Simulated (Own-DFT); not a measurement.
# Which defects push the lattice out? zincblende GaAs

Calculated, not measured: single-point runs of Own-DFT, a retired in-house plane-wave DFT program that no person has reviewed, on unrelaxed cells, without spin or spin-orbit coupling.

Method: PBE; PseudoDojo norm-conserving scalar-relativistic files; cutoff 42 hartree; 3 x 3 x 3 k mesh centred on Gamma; Fermi-Dirac smearing of 0.1 eV.

Keep in mind (not all hold for every row): not probed for a lower state with spin; forces not confirmed at this smearing and k mesh; stress not checked against mesh or cutoff.

All runs share one cell, with vectors in Å (11.737, 0.000, 0.000); (0.000, 11.737, 0.000); (0.000, 0.000, 10.833) and a volume of 1492.4 Å³, strained against the parent crystal. u is the rms random offset of the atoms per axis. The defect's site can differ from row to row.

| cell | formula | u (Å) | P (GPa) |
|---|---|---|---|
| no defect | As32Ga32 | 0.0281 | 1.22 |
| no defect | As32Ga32 | 0.0309 | 1.30 |
| no defect | As32Ga32 | 0.0485 | 1.53 |
| one Al on a Ga site | AlAs32Ga31 | 0.0308 | 1.26 |
| one Al on a Ga site | AlAs32Ga31 | 0.0474 | 1.47 |
| one Al on a Ga site | AlAs32Ga31 | 0.0498 | 1.57 |
| one P on an As site | As31Ga32P | 0.0281 | 1.01 |
| one P on an As site | As31Ga32P | 0.0305 | 1.00 |
| one P on an As site | As31Ga32P | 0.0312 | 1.05 |
| one As vacancy and one Ga vacancy | As31Ga31 | 0.0286 | 0.89 |
| one As vacancy and one Ga vacancy | As31Ga31 | 0.0310 | 1.00 |
| one As vacancy and one Ga vacancy | As31Ga31 | 0.0506 | 1.00 |
| one As vacancy and one Ga vacancy | As31Ga31 | 0.0523 | ? |
| one In on a Ga site | As32Ga31In | 0.0464 | 2.10 |
| one In on a Ga site | As32Ga31In | 0.0496 | 2.14 |
| one In on a Ga site | As32Ga31In | 0.0516 | 2.00 |

## Worked fit

P = P0 + c u² + a shift for each defect gives P0 = 1.19 GPa, c = 119 ± 36 GPa/Å² and a scatter of 0.08 GPa. The shifts, and each times the cell's volume:

- one In on a Ga site: 0.60 ± 0.07 GPa, 5.6 eV
- one Al on a Ga site: 0.02 ± 0.07 GPa, 0.2 eV (not resolved)
- one P on an As site: -0.28 ± 0.07 GPa, -2.6 eV
- one As vacancy and one Ga vacancy: -0.39 ± 0.06 GPa, -3.7 eV

Against the defect-free cell, a freed cell would be larger where the shift is positive and smaller where it is negative (160.2 GPa Å³ is 1 eV). The atoms around the defects weren't relaxed, which would change these numbers.

## The run left out

Q: what pressure belongs in the blank (one As vacancy and one Ga vacancy, u = 0.0523 Å)?

Estimate: 1.12 ± 0.10 GPa. The hidden result is 1.27 GPa.
